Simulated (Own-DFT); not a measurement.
# Response to strain: 4H SiC, 32 atoms (C16Si16)

These are calculations, not measurements. They come from Own-DFT, an in-house plane-wave density functional program, since retired, whose code no person has reviewed. Each row is one single-point run on a periodic cell that was not relaxed, without spin or spin-orbit coupling.

Settings of every run: PBE; PseudoDojo norm-conserving scalar-relativistic files; cutoff 42 hartree; 5 x 5 x 3 k mesh centred on Gamma; Fermi-Dirac smearing of 0.1 eV.

Known limits: forces on such cells passed a denser k mesh, each cell not checked; stress not checked against mesh or cutoff.

Unstrained cell vectors in Å: (6.165, 0.000, 0.000); (-3.083, 5.339, 0.000); (0.000, 0.000, 10.068). The unstrained cell has measured lattice constants (interpolated for alloys), not those of this functional. That, the random moves and any unrelaxed bonds set the pressure at no strain. Each run strains this cell uniformly, with the atoms carried along. Every atom was also moved at random, by a Gaussian of width 0.05 Å on each axis. Strain is the symmetric tensor, in per cent. Stress is positive in tension, and the pressure is minus a third of its trace.

```
run  e_xx (%)  e_yy (%)  e_zz (%)  e_yz (%)  e_xz (%)  e_xy (%)  s_xx (GPa)  s_yy (GPa)  s_zz (GPa)  s_yz (GPa)  s_xz (GPa)  s_xy (GPa)  P (GPa)  E (meV/atom)
  1     -1.98      1.51     -1.38     -1.59     -1.00      1.48      -14.84       -1.42      -14.30       -5.77       -3.06        7.94    10.19          53.1
  2      1.16      0.09     -0.13      0.66      0.52     -0.51       -0.26       -2.95       -5.57        2.65        2.51       -3.13     2.93          10.1
  3      1.52     -0.63      1.90     -1.43      1.45      1.99        3.92       -6.33        5.48       -4.87        3.79        8.13    -1.03           0.0
  4     -0.73     -0.88     -1.79      1.28      1.95     -1.84      -11.03      -11.47      -20.64        5.97        5.78      -10.35    14.38          57.9
  5      1.51     -1.18      1.68      1.00      0.47     -1.77        1.07       -8.37        2.16        4.19        1.72       -8.18     1.72          30.3
  6     -0.46     -1.76     -0.55      1.34      0.03      1.11      -12.79      -17.31       -9.41        5.44        0.51        9.40    13.17          49.7
  7     -0.90     -1.89     -1.94      1.50      1.59      0.19      -14.03      -15.67      -20.45        6.00        5.32       -0.37    16.72          39.1
  8      0.78     -1.69     -0.01      1.39     -0.60     -1.84       -0.33      -14.32       -6.80        3.13       -2.01       -8.52     7.15          15.3
  9     -0.91      0.33      1.14      0.02     -0.56     -0.86      -11.73       -3.55       -0.20        0.95       -1.59        0.11     5.16          51.5
 10     -1.05     -1.47     -0.46      0.78     -1.42     -0.98      -17.45      -14.30       -8.80        1.95       -6.68       -3.86    13.52          64.1
 11     -1.90      1.17     -0.14     -1.35     -0.03     -0.51      -16.50        1.43       -9.38       -5.05       -0.52       -3.10     8.15          35.7
 12      0.55      1.05     -0.63     -1.80     -1.74     -0.47        2.64        2.06      -14.02       -6.41       -5.39       -1.37     3.11          12.8
 13     -0.81     -0.60      0.15      0.99      1.14      0.11       -9.62       -8.06       -5.84        3.15        3.78        1.16     7.84           6.0
 14     -1.35     -0.79     -1.29     -0.76     -1.55     -0.25      -14.78       -8.57      -16.53       -2.06       -4.96       -1.27    13.29          16.6
 15      1.37      1.44     -1.22      1.87      1.45     -0.59        3.96        4.59      -14.61        5.60        4.92       -2.87     2.02          16.8
 16      1.08     -1.14     -0.94      1.83     -1.65      0.94           ?           ?           ?           ?           ?           ?        ?             ?
```

E is the free energy for each atom above the lowest run shown.

## Worked fit

Each stress component was fitted by least squares to a constant and the strains of the runs shown, as fractions, with shears doubled. Shear strains stay in the fit of a normal stress only where such slopes are resolved. The slopes, in GPa:

| stress | at no strain | per e_xx | per e_yy | per e_zz | scatter |
|---|---|---|---|---|---|
| s_xx | -5.5 | 642 ± 49 | 165 ± 45 | -14 ± 52 | 2.01 |
| s_yy | -4.6 | 100 ± 36 | 557 ± 33 | 38 ± 38 | 1.48 |
| s_zz | -7.3 | 1 ± 41 | -5 ± 37 | 649 ± 43 | 1.66 |

Each shear stress against twice its own strain: yz 159 ± 17, xz 159 ± 11, xy 275 ± 18 GPa. These are stiffnesses along x, y and z of the frame in which the cell vectors are given, which need not be the crystal's axes. The atoms are held to the strained lattice; where symmetry lets them move under strain, relaxing them would lower some slopes. The table should be nearly symmetric about its diagonal, and what it lacks of that shows the noise. A ninth of its sum, 237 ± 7 GPa, estimates the bulk modulus near the mean pressure of these runs, 7.9 GPa, so it lies above the value at zero pressure.

## Withheld run

Question: what normal stresses and pressure should run 16 give?

The fit gives s_xx = -0.3, s_yy = -10.3, s_zz = -13.3 and P = 8.0 GPa. The calculation gave 0.01, -10.63, -10.95 and P = 7.19 GPa.
